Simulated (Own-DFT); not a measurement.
# Response to strain: wurtzite AlGaN with randomly placed atoms, 72 atoms (Al27Ga9N36)

Calculated results; nothing here was measured. The program, named Own-DFT, is a retired in-house plane-wave density functional code that no person has reviewed. Each row is one single-point run on a periodic cell that was not relaxed, without spin or spin-orbit coupling.

Settings of every run: PBE; PseudoDojo norm-conserving scalar-relativistic files; cutoff 42 hartree; 4 x 4 x 3 k mesh centred on Gamma; Fermi-Dirac smearing of 0.1 eV.

Known limits: forces on such cells passed a denser k mesh, each cell not checked; stress not checked against mesh or cutoff.

Unstrained cell vectors in Å: (9.394, 0.000, 0.000); (-4.697, 8.135, 0.000); (0.000, 0.000, 10.066). The unstrained cell has measured lattice constants (interpolated for alloys), not those of this functional. That, the random moves and any unrelaxed bonds set the pressure at no strain. Each run strains this cell uniformly, with the atoms carried along. Every atom was also moved at random, by a Gaussian of width 0.05 Å on each axis. The random placing of the alloy's atoms differs from row to row. Strain is the symmetric tensor, in per cent. Stress is positive in tension, and the pressure is minus a third of its trace.

```
run,e_xx (%),e_yy (%),e_zz (%),s_xx (GPa),s_yy (GPa),s_zz (GPa),P (GPa),E (meV/atom)
1,-0.25,-0.25,0.00,-10.22,-6.01,-7.47,7.90,23.7
2,1.00,1.00,0.00,-0.68,-0.82,-4.89,2.13,0.0
3,0.25,0.25,0.00,-2.31,-5.04,-8.71,5.35,11.3
4,0.50,0.50,0.00,-2.94,-6.17,-5.09,4.73,24.8
5,2.00,2.00,0.00,3.77,2.34,-2.24,-1.29,9.7
6,-0.50,-0.50,0.00,-10.65,-8.66,-6.02,8.44,11.6
7,-1.00,-1.00,0.00,-12.84,-13.00,-6.19,10.68,20.6
8,2.50,2.50,0.00,5.41,6.43,-2.22,-3.21,8.6
9,-0.75,-0.75,0.00,?,?,?,?,?
```

E is the free energy for each atom above the lowest run shown.

## Worked fit

The change of volume is close to e_xx + e_yy + e_zz. A straight line through the runs shown gives P = 6.60 - 197 x (fractional change of volume) GPa, with an error of 4 on the slope and a scatter of 0.29 GPa. The strain isn't the same on all axes and the cell isn't cubic, so the slope belongs to this path and is not the bulk modulus.

## Withheld run

Question: what pressure should run 9 give? Its volume changes by -1.49 %.

The line gives 9.5 GPa. The calculation gave 9.30 GPa.
